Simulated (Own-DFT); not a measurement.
Hf$_{36}$O$_{71}$ (tetragonal hafnia with one neutral oxygen vacancy, atoms displaced) (calculated)

All values are calculated (Own-DFT development build). A calculation, not a measurement: plane-wave PBE and HSE06 DFT by an unreviewed code, no spin, of a simulated cell at Gamma alone, so results move with cell size and shape, stress positive in tension, energies less offsets, not probed for a lower state with spin; hafnium file: forces about 75 meV/angstrom off all-electron values; oxygen file: force components 24 meV/angstrom off all-electron in a glass; k mesh not checked against a denser one; forces and stress are PBE's, HSE06 gives the energy alone, and its difference from PBE has offsets of its own; offsets are fitted by least squares, one for each functional and potential file, so energies compare only between cells with the same atoms and settings and are not formation energies; the far tail of each file's local potential was reset to the Coulomb form; each entry is a single point on an unrelaxed cell, so the pressure reflects the starting lattice, taken from the Materials Project, from which strain is counted, and rises with the displacements; printed positions are rounded, which can move forces by about a meV/angstrom; the program is a retired in-house code; no spin-orbit coupling.

### Hf$_{36}$O$_{71}$ (tetragonal hafnia with one neutral oxygen vacancy, atoms displaced)

```
cell vectors (Å)
  10.7800     0.0000     0.0000
   0.0000    10.7800     0.0000
   0.0000     0.0000    10.4493
atoms (fractions of the cell vectors)
Hf  0.00248  0.00632  0.99303
Hf  0.16884  0.17483  0.25591
O   0.99600  0.15917  0.14915
O   0.16775  0.99241  0.35091
O   0.00148  0.16644  0.40356
O   0.16246  0.00646  0.09687
Hf  0.00700  0.99024  0.50422
Hf  0.16641  0.16139  0.74561
O   0.00725  0.17183  0.66147
O   0.17292  0.99054  0.84731
O   0.00239  0.16849  0.91023
O   0.16491  0.00447  0.60027
Hf  0.99469  0.33315  0.00269
Hf  0.15690  0.50057  0.25799
O   0.99980  0.49491  0.15348
O   0.16096  0.33861  0.34557
O   0.99771  0.50708  0.40330
O   0.16476  0.32457  0.09893
Hf  0.00342  0.33173  0.49436
Hf  0.16983  0.50339  0.74625
O   0.99575  0.49525  0.65456
O   0.16894  0.34428  0.84387
O   0.99596  0.50291  0.89144
O   0.16686  0.32356  0.58520
Hf  0.99397  0.66494  0.99880
Hf  0.15955  0.83082  0.25483
O   0.00577  0.83019  0.15569
O   0.16556  0.66540  0.34455
O   0.00889  0.83680  0.40298
O   0.16782  0.67149  0.09639
Hf  0.98969  0.67152  0.50506
Hf  0.16847  0.83600  0.74738
O   0.00110  0.83694  0.66577
O   0.16391  0.67307  0.84509
O   0.00439  0.83522  0.90174
O   0.16858  0.65878  0.59863
Hf  0.32744  0.00297  0.00190
Hf  0.49887  0.16811  0.25018
O   0.33097  0.16374  0.14398
O   0.50312  0.99844  0.34725
O   0.33799  0.15607  0.40720
O   0.50961  0.99944  0.09501
Hf  0.33366  0.99639  0.49562
Hf  0.50316  0.16167  0.75137
O   0.34064  0.16562  0.64219
O   0.50117  0.00454  0.85014
O   0.33322  0.15896  0.90651
O   0.50125  0.99831  0.59361
Hf  0.33338  0.32426  0.99413
Hf  0.50165  0.49863  0.25504
O   0.33479  0.49855  0.15294
O   0.50100  0.32835  0.35329
O   0.33231  0.50673  0.39895
O   0.50374  0.33624  0.09980
Hf  0.34011  0.32939  0.49381
Hf  0.49688  0.50445  0.75214
O   0.33232  0.49580  0.64946
O   0.50347  0.33748  0.84833
O   0.33407  0.49963  0.89961
O   0.49831  0.33114  0.59806
Hf  0.32994  0.66545  0.00344
Hf  0.50500  0.84130  0.25204
O   0.33314  0.83278  0.15461
O   0.50179  0.66602  0.33865
O   0.32771  0.83614  0.40951
O   0.51075  0.66731  0.09580
Hf  0.33170  0.66625  0.50644
Hf  0.49524  0.83166  0.74816
O   0.33309  0.83794  0.64922
O   0.50252  0.67399  0.84988
O   0.32909  0.84013  0.90429
O   0.50212  0.66177  0.60714
Hf  0.67178  0.00606  0.00209
Hf  0.83744  0.16699  0.24871
O   0.66737  0.16949  0.15300
O   0.84316  0.99067  0.35260
O   0.66975  0.17030  0.40020
Hf  0.67106  0.00456  0.49844
Hf  0.83810  0.17164  0.74505
O   0.66485  0.17210  0.64633
O   0.83943  0.00133  0.83947
O   0.65673  0.15819  0.90139
O   0.82829  0.00649  0.59572
Hf  0.67073  0.32519  0.99822
Hf  0.83671  0.48788  0.26093
O   0.66207  0.50203  0.14666
O   0.82875  0.33261  0.34331
O   0.66535  0.50259  0.40186
O   0.82968  0.32807  0.09624
Hf  0.66636  0.33450  0.50111
Hf  0.83163  0.49427  0.74476
O   0.66075  0.50795  0.66233
O   0.82900  0.32853  0.84471
O   0.66444  0.50505  0.90252
O   0.82474  0.33038  0.59098
Hf  0.66904  0.67167  0.99858
Hf  0.83961  0.83294  0.24514
O   0.66402  0.83006  0.14601
O   0.83365  0.67181  0.33619
O   0.67327  0.82169  0.40682
O   0.84693  0.66938  0.09658
Hf  0.67534  0.66181  0.50078
Hf  0.83512  0.83405  0.74395
O   0.66740  0.82980  0.64508
O   0.83927  0.66583  0.85421
O   0.66581  0.82582  0.90755
O   0.82897  0.66501  0.60064
```

| Item | Value |
| --- | --- |
| first functional | PBE |
| second functional | HSE06 |
| exact exchange share | 0.25 |
| screening | 0.11 1/bohr |
| exchange divergence | Gygi-Baldereschi |
| potential files | PseudoDojo norm-conserving, scalar-relativistic, made for PBE, standard set |
| wave cutoff | 48 hartree |
| occupations | fixed |
| k mesh | 1 x 1 x 1 centred on Gamma |
| PBE energy of cell above offsets | -95.277 eV |
| HSE06 less PBE above offsets | 0.176 eV |
| PBE pressure | 2.89 GPa |
| PBE stress xx | -1.86 GPa |
| PBE stress yy | -3.4 GPa |
| PBE stress zz | -3.41 GPa |
| PBE stress yz | 0 GPa |
| PBE stress xz | 0.09 GPa |
| PBE stress xy | 0.02 GPa |

Force:
```
element  x (eV/Å)  y (eV/Å)  z (eV/Å)
     Hf    -0.475     -2.13     1.303
     Hf    -0.475    -2.282    -1.929
      O     0.386     0.443     1.031
      O    -0.321     2.298     0.156
      O     0.058    -0.222     0.103
      O     0.176    -0.056     0.083
     Hf    -1.344      1.81    -0.971
     Hf     2.612     0.882     0.762
      O    -1.917     0.099    -1.045
      O    -0.682     2.869    -0.088
      O     0.277      0.83    -1.676
      O     0.436    -0.034     0.302
     Hf     1.453     1.364    -0.517
     Hf     2.654     1.845    -2.319
      O    -0.532    -0.656    -0.089
      O     0.007    -1.055     0.858
      O    -0.436    -0.875     0.225
      O    -0.275    -0.182    -0.237
     Hf     0.087     0.421     1.325
     Hf    -0.436     0.876     1.034
      O     0.544    -0.063     -1.42
      O     0.088     -2.55     -0.02
      O    -0.041    -1.481     1.529
      O     0.141     0.234     0.259
     Hf     1.918     0.736    -1.645
     Hf     2.566    -0.335     -1.34
      O    -1.259     0.835    -0.401
      O    -0.369     0.139     0.969
      O    -0.508    -1.837      1.02
      O    -0.762      -0.7     0.129
     Hf     2.083    -0.799    -0.759
     Hf     1.139    -1.356     1.927
      O    -0.298    -0.166    -3.212
      O     0.709    -1.124    -0.443
      O    -0.478     0.296     0.621
      O    -1.627     0.659    -0.498
     Hf     0.955    -2.279     1.029
     Hf     0.333    -0.419    -1.046
      O     0.628     0.459      1.81
      O     0.203     1.136     0.386
      O    -0.713     2.476    -2.412
      O    -1.371     0.436     0.602
     Hf     0.525    -0.457     1.709
     Hf    -0.294     0.766      -0.6
      O    -1.286     0.083     1.582
      O    -0.163     -1.51    -0.803
      O    -0.369     1.675     -1.82
      O     0.527     0.076     0.117
     Hf     0.465     2.208     0.855
     Hf    -0.377     1.124    -2.248
      O    -0.861     -0.05      0.31
      O    -0.582     0.328    -0.139
      O      0.03    -1.396     0.797
      O    -0.635    -1.197    -0.309
     Hf     0.307     0.768     1.395
     Hf    -0.096      0.38     1.205
      O     0.006    -0.026    -0.335
      O    -0.402    -1.518    -0.078
      O    -0.062     0.258      0.15
      O     0.502     0.627    -0.405
     Hf     1.451     0.394     0.449
     Hf    -0.461    -2.691    -1.723
      O     0.187     0.461     0.596
      O    -0.285     0.768     1.183
      O     0.436    -1.694    -0.567
      O    -2.496    -0.049    -0.165
     Hf     1.341    -0.074    -1.094
     Hf     1.249     0.536     0.654
      O    -0.276     -0.43     0.134
      O    -0.804     -0.74    -0.386
      O     0.547    -1.274    -0.321
      O    -0.846     0.479    -1.329
     Hf    -0.214    -2.627     0.209
     Hf    -0.692    -1.932    -0.079
      O     0.436    -0.499     0.005
      O    -0.573     1.498    -1.037
      O     0.168    -0.519    -0.143
     Hf    -1.269    -1.316    -0.235
     Hf    -1.253    -1.566    -0.255
      O     0.551     -0.37     0.699
      O    -0.215     0.503     0.408
      O     0.998     1.708    -0.449
      O     2.098    -0.175      0.33
     Hf    -2.392      2.37    -0.255
     Hf    -1.712     3.908    -3.449
      O      2.03      -0.8     1.731
      O     0.673    -1.249     1.459
      O     0.669    -1.177      0.12
      O     1.142     0.218     0.654
     Hf    -2.239     -0.72    -0.114
     Hf    -0.434     1.433     2.408
      O     1.492    -0.836    -1.584
      O     0.039     0.283     0.423
      O     0.538    -1.484    -0.038
      O     2.423     0.303     0.718
     Hf     0.195    -1.948     1.112
     Hf    -1.649     0.046    -1.063
      O      1.99     0.928     1.363
      O     0.762    -1.872     2.103
      O    -0.371       2.2    -0.614
      O    -2.588     0.132     0.991
     Hf    -3.394     1.386    -0.189
     Hf    -2.263    -0.529     2.763
      O     0.215     0.369     1.152
      O    -0.145      0.36    -1.963
      O     0.623     3.548    -1.681
      O     1.939     0.048     0.285
```
